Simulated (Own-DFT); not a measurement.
## Calculated data, Si12O23 (quartz with two neutral oxygen vacancies, atoms displaced)

A calculation, not a measurement: plane-wave PBE and HSE06 DFT by an unreviewed code, no spin, of a simulated cell at Gamma alone, so results move with cell size and shape, stress positive in tension, energies less offsets, not probed for a lower state with spin; oxygen file: force components 24 meV/angstrom off all-electron in a glass; k mesh not checked against a denser one; forces and stress are PBE's, HSE06 gives the energy alone, and its difference from PBE has offsets of its own; offsets are fitted by least squares, one for each functional and potential file, so energies compare only between cells with the same atoms and settings and are not formation energies; the far tail of each file's local potential was reset to the Coulomb form; each entry is a single point on an unrelaxed cell, so the pressure reflects the starting lattice, mostly measured values (interpolated for alloys), from which strain is counted, and rises with the displacements; printed positions are rounded, which can move forces by about a meV/angstrom; the program, named Own-DFT, is a retired in-house code; no spin-orbit coupling. Program: Own-DFT development build.

Common to all runs: first functional PBE; second functional HSE06; exact exchange share 0.25; screening 0.11 1/bohr; exchange divergence Gygi-Baldereschi; potential files PseudoDojo norm-conserving, scalar-relativistic, made for PBE, standard set; wave cutoff 48 hartree; occupations fixed; k mesh 1 x 1 x 1 centred on Gamma.

(1) 
```cif
# cell vector a (Å): 9.8268 0.0000 0.0000
# cell vector b (Å): -4.9134 8.5103 0.0000
# cell vector c (Å): 0.0000 0.0000 10.8104
data_Si12O23
_symmetry_space_group_name_H-M 'P 1'
_symmetry_Int_Tables_number 1
_cell_length_a 9.8268
_cell_length_b 9.8268
_cell_length_c 10.8104
_cell_angle_alpha 90.000
_cell_angle_beta 90.000
_cell_angle_gamma 120.000
_cell_volume 904.06
loop_
_atom_site_label
_atom_site_type_symbol
_atom_site_fract_x
_atom_site_fract_y
_atom_site_fract_z
_atom_site_occupancy
Si1 Si 0.23677 0.99530 0.99877 1
Si2 Si 0.99625 0.23205 0.33207 1
Si3 Si 0.26004 0.26584 0.16427 1
O1 O 0.20692 0.13775 0.05752 1
O2 O 0.41933 0.28775 0.22737 1
O3 O 0.36372 0.06955 0.39270 1
O4 O 0.07326 0.36660 0.44344 1
O5 O 0.12762 0.21114 0.27462 1
O6 O 0.29456 0.42800 0.10504 1
Si4 Si 0.22997 0.99678 0.49948 1
Si5 Si 0.00031 0.24023 0.83505 1
Si6 Si 0.26219 0.26205 0.66680 1
O7 O 0.20580 0.12776 0.55602 1
O8 O 0.43046 0.29346 0.72650 1
O9 O 0.36702 0.06921 0.88766 1
O10 O 0.13503 0.20787 0.77386 1
O11 O 0.29373 0.42887 0.60853 1
Si7 Si 0.23498 0.50109 0.00351 1
Si8 Si 0.00458 0.73741 0.33647 1
Si9 Si 0.26547 0.76541 0.16827 1
O12 O 0.20572 0.63240 0.06161 1
O13 O 0.42809 0.79584 0.22581 1
O14 O 0.37690 0.57871 0.39746 1
O15 O 0.06809 0.86527 0.44566 1
O16 O 0.13164 0.70959 0.27499 1
O17 O 0.29193 0.92436 0.10949 1
Si10 Si 0.23297 0.49826 0.49907 1
Si11 Si 0.00079 0.73947 0.83422 1
Si12 Si 0.26339 0.76281 0.66674 1
O18 O 0.20372 0.63440 0.55967 1
O19 O 0.42883 0.79601 0.72676 1
O20 O 0.36699 0.57314 0.89317 1
O21 O 0.07236 0.86196 0.94263 1
O22 O 0.13605 0.70536 0.77798 1
O23 O 0.28901 0.92460 0.60524 1
Si13 Si 0.73683 0.99685 0.00223 1
Si14 Si 0.50623 0.23640 0.32416 1
Si15 Si 0.77217 0.26762 0.16813 1
O24 O 0.70750 0.13202 0.05880 1
O25 O 0.92520 0.29151 0.22335 1
O26 O 0.85982 0.07231 0.38888 1
O27 O 0.57194 0.37035 0.44332 1
O28 O 0.62882 0.20841 0.27597 1
O29 O 0.78997 0.42286 0.10411 1
Si16 Si 0.73443 0.99845 0.49959 1
Si17 Si 0.50166 0.23806 0.83061 1
Si18 Si 0.76648 0.27082 0.66649 1
O30 O 0.70350 0.12908 0.56096 1
O31 O 0.92620 0.29324 0.72479 1
O32 O 0.57758 0.37243 0.94466 1
O33 O 0.63418 0.20939 0.76963 1
O34 O 0.79903 0.42935 0.60554 1
Si19 Si 0.73570 0.50513 0.00262 1
Si20 Si 0.50329 0.73497 0.32559 1
Si21 Si 0.76502 0.76497 0.16548 1
O35 O 0.70176 0.63276 0.05826 1
O36 O 0.92546 0.79118 0.22590 1
O37 O 0.86258 0.57132 0.39567 1
O38 O 0.57396 0.86886 0.44070 1
O39 O 0.63504 0.70451 0.27161 1
O40 O 0.79434 0.92753 0.10973 1
Si22 Si 0.73228 0.50327 0.49835 1
Si23 Si 0.49987 0.73272 0.82843 1
Si24 Si 0.77132 0.76510 0.66263 1
O41 O 0.71363 0.63497 0.55803 1
O42 O 0.92725 0.79043 0.72458 1
O43 O 0.86811 0.57593 0.88878 1
O44 O 0.57185 0.86324 0.94462 1
O45 O 0.63652 0.70240 0.77186 1
O46 O 0.79349 0.92773 0.60509 1
_calc_PBE_energy_of_cell_above_offsets '-21.265'  # eV
_calc_HSE06_less_PBE_above_offsets '0.051'  # eV
_calc_PBE_pressure 7.04  # GPa
_calc_PBE_stress_xx -10.26  # GPa
_calc_PBE_stress_yy -5.3  # GPa
_calc_PBE_stress_zz -5.55  # GPa
_calc_PBE_stress_yz 0.24  # GPa
_calc_PBE_stress_xz -1.03  # GPa
_calc_PBE_stress_xy 2.01  # GPa
```

Force:
```
element  x (eV/Å)  y (eV/Å)  z (eV/Å)
     Si    -0.719     2.165     0.081
     Si    -1.599     1.267     2.084
     Si     0.688    -0.698     1.257
      O     0.782     -1.95    -1.174
      O    -0.559      0.71    -0.916
      O     0.613     1.048    -1.018
      O    -1.156    -1.635     -1.53
      O     3.108    -0.364    -1.763
      O     0.788     0.269     1.398
     Si     2.747     0.218    -0.918
     Si      0.18    -0.101     3.307
     Si     1.247     0.444    -1.304
      O    -2.059     3.022     2.135
      O    -2.207     0.587    -1.776
      O    -0.253      0.01     0.684
      O    -0.584    -0.743     0.588
      O     0.317     -0.56     0.204
     Si    -1.184    -1.983    -4.062
     Si    -3.158    -0.965     0.461
     Si    -0.314    -0.724     0.217
      O    -0.917     0.881     0.663
      O    -0.048      0.29    -0.645
      O    -0.801    -0.924    -0.047
      O    -1.044    -1.095    -0.749
      O      2.22     -0.49    -0.714
      O    -0.212     1.138    -0.447
     Si     1.159     1.857     0.611
     Si     1.476     -1.66    -1.209
     Si    -0.195     0.975     0.406
      O     0.341    -1.072    -0.904
      O    -0.415     0.299    -0.839
      O     0.198    -0.045     -0.05
      O    -0.296     1.237     1.117
      O    -0.449     0.212     0.126
      O     0.617    -0.477     0.942
     Si     0.284     1.986    -2.836
     Si    -7.394     0.091       6.5
     Si    -4.094    -1.686    -1.883
      O    -0.595     0.818     1.125
      O     2.596     0.903     1.372
      O     0.516     -0.08    -0.345
      O    -0.825    -2.049    -1.966
      O     7.906    -0.631     -3.78
      O     0.557     0.568     0.815
     Si     -0.95     0.681     0.168
     Si     1.041     0.009     2.547
     Si     0.451    -1.781    -1.406
      O    -0.242     1.184     0.622
      O     0.592     0.404    -0.061
      O    -1.243    -2.402    -1.895
      O    -0.386    -0.372     1.099
      O    -0.927     1.454    -0.894
     Si     1.817    -0.363    -1.949
     Si    -0.464     0.831     3.562
     Si     0.933    -0.309     0.064
      O    -0.669     1.206     0.586
      O     0.788     0.095     0.405
      O     1.805     1.576    -2.154
      O    -0.567    -1.738    -1.745
      O     0.189    -0.432     0.128
      O     0.667     0.238     0.712
     Si     2.044    -2.644     0.794
     Si     1.022     0.214      1.58
     Si    -2.122     0.494     0.697
      O    -1.863     1.647     0.596
      O     0.862     1.052    -0.096
      O    -0.951    -1.144     1.512
      O    -0.095    -0.638     -0.88
      O    -0.234     0.309     -0.17
      O     1.238    -0.635     0.967
```

(2) 
```cif
# cell vector a (Å): 9.8268 0.0000 0.0000
# cell vector b (Å): -4.9134 8.5103 0.0000
# cell vector c (Å): 0.0000 0.0000 10.8104
data_Si12O23
_symmetry_space_group_name_H-M 'P 1'
_symmetry_Int_Tables_number 1
_cell_length_a 9.8268
_cell_length_b 9.8268
_cell_length_c 10.8104
_cell_angle_alpha 90.000
_cell_angle_beta 90.000
_cell_angle_gamma 120.000
_cell_volume 904.06
loop_
_atom_site_label
_atom_site_type_symbol
_atom_site_fract_x
_atom_site_fract_y
_atom_site_fract_z
_atom_site_occupancy
Si1 Si 0.22994 0.00196 0.99556 1
Si2 Si 0.00523 0.23204 0.32993 1
Si3 Si 0.26694 0.26910 0.16586 1
O1 O 0.21601 0.13787 0.05611 1
O2 O 0.42380 0.29172 0.22298 1
O3 O 0.36416 0.07439 0.39573 1
O4 O 0.07499 0.36491 0.44297 1
O5 O 0.13513 0.21403 0.27092 1
O6 O 0.29674 0.43403 0.10525 1
Si4 Si 0.23389 0.99365 0.50018 1
Si5 Si 0.00081 0.23170 0.82592 1
Si6 Si 0.26178 0.26630 0.66756 1
O7 O 0.20722 0.13378 0.56524 1
O8 O 0.42682 0.29128 0.72674 1
O9 O 0.36716 0.07202 0.89086 1
O10 O 0.07173 0.36471 0.93722 1
O11 O 0.28858 0.42342 0.60941 1
Si7 Si 0.23645 0.50281 0.99537 1
Si8 Si 0.00325 0.73836 0.32518 1
Si9 Si 0.26387 0.76543 0.16702 1
O12 O 0.20156 0.62874 0.05670 1
O13 O 0.42437 0.79122 0.22863 1
O14 O 0.37067 0.57390 0.38769 1
O15 O 0.07033 0.86744 0.44058 1
O16 O 0.12426 0.70680 0.28094 1
O17 O 0.29486 0.93333 0.10369 1
Si10 Si 0.22853 0.50370 0.49890 1
Si11 Si 0.99710 0.73681 0.83299 1
Si12 Si 0.26259 0.76649 0.66309 1
O18 O 0.20321 0.62646 0.56234 1
O19 O 0.42794 0.79601 0.72516 1
O20 O 0.36501 0.57448 0.89526 1
O21 O 0.07285 0.86345 0.93723 1
O22 O 0.13591 0.71188 0.77410 1
O23 O 0.29440 0.92630 0.60572 1
Si13 Si 0.73282 0.99804 0.00006 1
Si14 Si 0.49981 0.23661 0.33472 1
Si15 Si 0.76173 0.26636 0.16266 1
O24 O 0.70214 0.12602 0.06134 1
O25 O 0.92971 0.29006 0.22228 1
O26 O 0.86271 0.07067 0.38663 1
O27 O 0.56903 0.35822 0.44374 1
O28 O 0.63895 0.20711 0.27530 1
O29 O 0.79410 0.42518 0.10669 1
Si16 Si 0.74014 0.00572 0.49849 1
Si17 Si 0.50449 0.23583 0.83030 1
Si18 Si 0.77054 0.27030 0.66189 1
O30 O 0.70383 0.13190 0.56121 1
O31 O 0.86992 0.07084 0.88553 1
O32 O 0.57313 0.36821 0.94038 1
O33 O 0.63222 0.20705 0.76981 1
O34 O 0.79664 0.43130 0.60879 1
Si19 Si 0.73127 0.49424 0.00442 1
Si20 Si 0.49471 0.73687 0.33051 1
Si21 Si 0.76481 0.76484 0.16421 1
O35 O 0.71062 0.63017 0.06266 1
O36 O 0.93145 0.79860 0.21924 1
O37 O 0.86467 0.56838 0.38988 1
O38 O 0.56935 0.86545 0.44360 1
O39 O 0.62794 0.70294 0.27556 1
O40 O 0.79253 0.92046 0.10276 1
Si22 Si 0.72812 0.49700 0.50247 1
Si23 Si 0.49966 0.73801 0.83072 1
Si24 Si 0.77203 0.77057 0.66446 1
O41 O 0.70252 0.63293 0.56080 1
O42 O 0.92781 0.79408 0.72625 1
O43 O 0.85823 0.56945 0.88941 1
O44 O 0.57348 0.86765 0.94562 1
O45 O 0.63278 0.70919 0.77385 1
O46 O 0.78513 0.92073 0.60721 1
_calc_PBE_energy_of_cell_above_offsets '-20.721'  # eV
_calc_HSE06_less_PBE_above_offsets '0.089'  # eV
_calc_PBE_pressure 6.85  # GPa
_calc_PBE_stress_xx -7.24  # GPa
_calc_PBE_stress_yy -8.11  # GPa
_calc_PBE_stress_zz -5.19  # GPa
_calc_PBE_stress_yz -0.54  # GPa
_calc_PBE_stress_xz -1  # GPa
_calc_PBE_stress_xy 2.67  # GPa
```

Force:
```
element  x (eV/Å)  y (eV/Å)  z (eV/Å)
     Si     2.552    -0.577    -0.543
     Si    -4.558     1.484     1.653
     Si    -0.743     0.562    -1.947
      O    -2.075     1.676     1.001
      O     2.174     0.237     1.459
      O     0.722     0.178    -1.112
      O    -1.241    -1.938    -1.519
      O      3.43     -1.09    -1.006
      O      0.51    -0.896     0.626
     Si    -2.114     2.209     0.329
     Si     0.389     1.819    -2.922
     Si    -0.691    -0.944     2.904
      O     0.456    -2.127    -1.606
      O    -1.052     0.636    -0.718
      O    -0.073    -0.026    -0.163
      O     0.029    -0.044    -0.028
      O    -1.073     2.643    -1.737
     Si    -1.165    -2.208     1.239
     Si    -8.007    -0.165     5.006
     Si    -1.376    -0.014    -1.102
      O    -1.266     2.253     1.899
      O    -2.683     1.335    -2.712
      O    -2.208    -2.191     2.175
      O    -0.451     -0.73    -0.635
      O     9.426    -0.722     -4.74
      O     0.648     -1.92     1.339
     Si     5.552    -2.227    -1.163
     Si     0.936    -2.794    -0.093
     Si     1.356    -1.074     2.017
      O    -2.498     3.067     1.329
      O     -1.14     0.201    -0.888
      O     1.831     1.636    -2.479
      O     -0.76     1.045      1.34
      O    -0.257    -0.317    -0.092
      O     0.385     0.513     0.099
     Si     2.289     0.974    -1.245
     Si     0.494     -1.35    -1.768
     Si     3.082    -2.108     1.817
      O    -0.789     1.278     0.333
      O    -0.991     0.137    -0.435
      O     0.785     0.141    -0.031
      O    -0.352     1.019     0.985
      O    -1.791    -0.036      0.74
      O     0.257     1.155     0.121
     Si    -1.327    -2.071     -0.03
     Si     -1.45    -0.276     1.478
     Si     2.629    -1.083     3.507
      O    -0.175    -0.129    -0.991
      O    -1.158    -1.888      1.91
      O    -0.627    -1.175    -0.248
      O     1.526    -0.275    -0.618
      O    -0.573     1.254    -0.652
     Si     0.345     1.295    -2.603
     Si     3.376     0.283     2.977
     Si    -0.674    -1.461      2.14
      O    -0.918     0.164     0.045
      O     0.107     0.263     0.138
      O    -0.778     0.692     0.288
      O     0.234     0.532    -0.316
      O     1.512     0.693    -1.439
      O    -0.357     1.768    -0.456
     Si     1.575     1.473    -1.456
     Si     0.352     -0.15     1.428
     Si    -1.863    -2.707     1.344
      O     0.043    -0.137    -0.144
      O      0.17     0.859    -0.759
      O     0.414     0.556     0.188
      O    -1.396    -2.029    -1.684
      O     1.332     0.132    -0.622
      O    -0.271     2.713    -1.147
```

(3) 
```cif
# cell vector a (Å): 9.8268 0.0000 0.0000
# cell vector b (Å): -4.9134 8.5103 0.0000
# cell vector c (Å): 0.0000 0.0000 10.8104
data_Si12O23
_symmetry_space_group_name_H-M 'P 1'
_symmetry_Int_Tables_number 1
_cell_length_a 9.8268
_cell_length_b 9.8268
_cell_length_c 10.8104
_cell_angle_alpha 90.000
_cell_angle_beta 90.000
_cell_angle_gamma 120.000
_cell_volume 904.06
loop_
_atom_site_label
_atom_site_type_symbol
_atom_site_fract_x
_atom_site_fract_y
_atom_site_fract_z
_atom_site_occupancy
Si1 Si 0.23851 0.99855 0.00364 1
Si2 Si 0.00531 0.23513 0.33530 1
Si3 Si 0.26182 0.25889 0.16864 1
O1 O 0.20136 0.13726 0.06217 1
O2 O 0.42879 0.29851 0.22823 1
O3 O 0.36308 0.06747 0.39009 1
O4 O 0.06770 0.36515 0.44270 1
O5 O 0.13744 0.20674 0.27286 1
O6 O 0.29184 0.42681 0.10741 1
Si4 Si 0.22853 0.99986 0.49810 1
Si5 Si 0.00437 0.23349 0.83078 1
Si6 Si 0.26992 0.27041 0.67019 1
O7 O 0.20430 0.13157 0.56459 1
O8 O 0.42622 0.29514 0.72220 1
O9 O 0.36825 0.07247 0.89567 1
O10 O 0.13515 0.21013 0.77468 1
O11 O 0.29151 0.42232 0.61135 1
Si7 Si 0.24202 0.50623 0.99948 1
Si8 Si 0.99753 0.72809 0.33255 1
Si9 Si 0.26373 0.76303 0.16761 1
O12 O 0.20835 0.62786 0.06279 1
O13 O 0.42634 0.79406 0.22383 1
O14 O 0.37333 0.57259 0.38860 1
O15 O 0.07781 0.87282 0.44050 1
O16 O 0.13550 0.70508 0.27133 1
O17 O 0.29080 0.92669 0.10220 1
Si10 Si 0.23720 0.50602 0.49571 1
Si11 Si 0.99793 0.73721 0.83230 1
Si12 Si 0.25834 0.75893 0.66945 1
O18 O 0.20265 0.63418 0.55536 1
O19 O 0.42693 0.79407 0.72438 1
O20 O 0.36659 0.57367 0.89394 1
O21 O 0.07533 0.86694 0.93847 1
O22 O 0.13246 0.70614 0.77201 1
O23 O 0.29089 0.91946 0.60838 1
Si13 Si 0.73076 0.00328 0.00298 1
Si14 Si 0.50142 0.23932 0.33336 1
Si15 Si 0.76257 0.26611 0.16418 1
O24 O 0.70879 0.13180 0.05714 1
O25 O 0.92873 0.29508 0.22373 1
O26 O 0.87017 0.06378 0.39576 1
O27 O 0.57189 0.36891 0.44193 1
O28 O 0.62993 0.20842 0.27363 1
O29 O 0.78712 0.42241 0.10803 1
Si16 Si 0.73872 0.00297 0.49876 1
Si17 Si 0.50121 0.23304 0.83473 1
Si18 Si 0.76032 0.26214 0.65866 1
O30 O 0.70101 0.13565 0.55676 1
O31 O 0.92857 0.29115 0.72527 1
O32 O 0.57779 0.36245 0.94177 1
O33 O 0.64057 0.20710 0.77390 1
O34 O 0.80314 0.43499 0.61036 1
Si19 Si 0.73329 0.50220 0.99854 1
Si20 Si 0.50050 0.73593 0.32939 1
Si21 Si 0.75636 0.75908 0.16978 1
O35 O 0.70729 0.63181 0.05896 1
O36 O 0.92705 0.79327 0.22978 1
O37 O 0.86915 0.57125 0.38901 1
O38 O 0.57552 0.86530 0.44144 1
O39 O 0.63097 0.70573 0.27120 1
O40 O 0.79461 0.92988 0.10731 1
Si22 Si 0.73522 0.49274 0.49675 1
Si23 Si 0.49962 0.73632 0.83630 1
Si24 Si 0.76387 0.76127 0.66751 1
O41 O 0.71027 0.63592 0.55992 1
O42 O 0.92597 0.78875 0.72578 1
O43 O 0.86586 0.57272 0.89843 1
O44 O 0.56949 0.86357 0.94222 1
O45 O 0.63468 0.70574 0.77071 1
O46 O 0.79547 0.93448 0.60466 1
_calc_PBE_energy_of_cell_above_offsets '-19.867'  # eV
_calc_HSE06_less_PBE_above_offsets '0.095'  # eV
_calc_PBE_pressure 7.51  # GPa
_calc_PBE_stress_xx -8.06  # GPa
_calc_PBE_stress_yy -6.39  # GPa
_calc_PBE_stress_zz -8.09  # GPa
_calc_PBE_stress_yz -0.42  # GPa
_calc_PBE_stress_xz 2.14  # GPa
_calc_PBE_stress_xy -0.23  # GPa
```

Force:
```
element  x (eV/Å)  y (eV/Å)  z (eV/Å)
     Si    -4.435     2.423    -2.961
     Si    -1.724    -1.127    -1.055
     Si     0.688     3.825    -1.064
      O      1.66    -3.333     -2.56
      O    -0.138     0.205    -0.413
      O     0.334     1.431    -0.259
      O     0.661     0.825      0.23
      O    -1.608    -0.807     2.372
      O     1.047    -0.699     1.163
     Si      3.85     1.667     2.797
     Si    -3.446     0.786      4.84
     Si    -1.696    -3.063    -0.958
      O    -0.233     0.435     -0.04
      O      4.19    -0.009     2.681
      O      0.18     0.079    -0.324
      O     3.023    -1.133    -0.936
      O    -2.125      3.97     -3.09
     Si     -1.56    -5.604    -1.077
     Si     0.844     3.566     0.269
     Si     0.191     0.619    -1.809
      O    -2.016     2.561     1.078
      O     0.671     0.575     0.088
      O    -1.073    -1.235     0.933
      O    -2.668    -4.604    -2.799
      O    -1.224    -0.497     1.415
      O     2.982    -2.436     3.898
     Si     1.147    -1.847     1.438
     Si     1.569    -1.514      1.25
     Si     1.889     1.224    -1.768
      O     0.081    -0.237    -0.084
      O      0.47    -0.471     0.648
      O     1.953     0.995    -1.782
      O    -0.022     0.718     0.655
      O    -1.844    -1.172     2.204
      O    -1.338     1.884    -1.461
     Si     4.753    -1.937    -3.952
     Si    -1.325    -2.118       0.7
     Si     1.424     -1.36     1.265
      O    -3.572     3.607     2.444
      O      0.23    -0.603     0.853
      O     0.986     2.175    -1.877
      O    -0.615    -0.784    -0.177
      O     1.672     -0.28    -0.639
      O    -0.695     1.988    -0.882
     Si    -1.658    -0.386     0.154
     Si     0.275     0.292    -1.884
     Si     2.315     2.016     3.633
      O     0.369    -1.904    -2.554
      O    -1.625     0.021    -1.678
      O    -1.216    -0.478    -0.294
      O    -1.714    -0.172     0.559
      O     -0.45    -0.119     -0.83
     Si     1.264    -1.451     1.171
     Si    -0.491     1.276      1.55
     Si     3.132     2.743    -2.656
      O     -1.48      1.29     0.935
      O    -1.291    -0.177    -0.918
      O    -0.835    -2.424     1.264
      O    -0.486    -0.501    -0.883
      O    -0.711     -1.19     1.497
      O     0.409    -1.378     0.986
     Si     0.048     3.141     1.929
     Si     0.398    -0.394    -2.435
     Si    -0.363     2.715    -1.579
      O     0.811    -1.894    -1.836
      O    -0.792     0.833    -1.043
      O     1.319      1.32    -1.837
      O    -0.349     0.787     1.025
      O    -1.732    -0.338     1.828
      O     1.714    -2.316     2.651
```
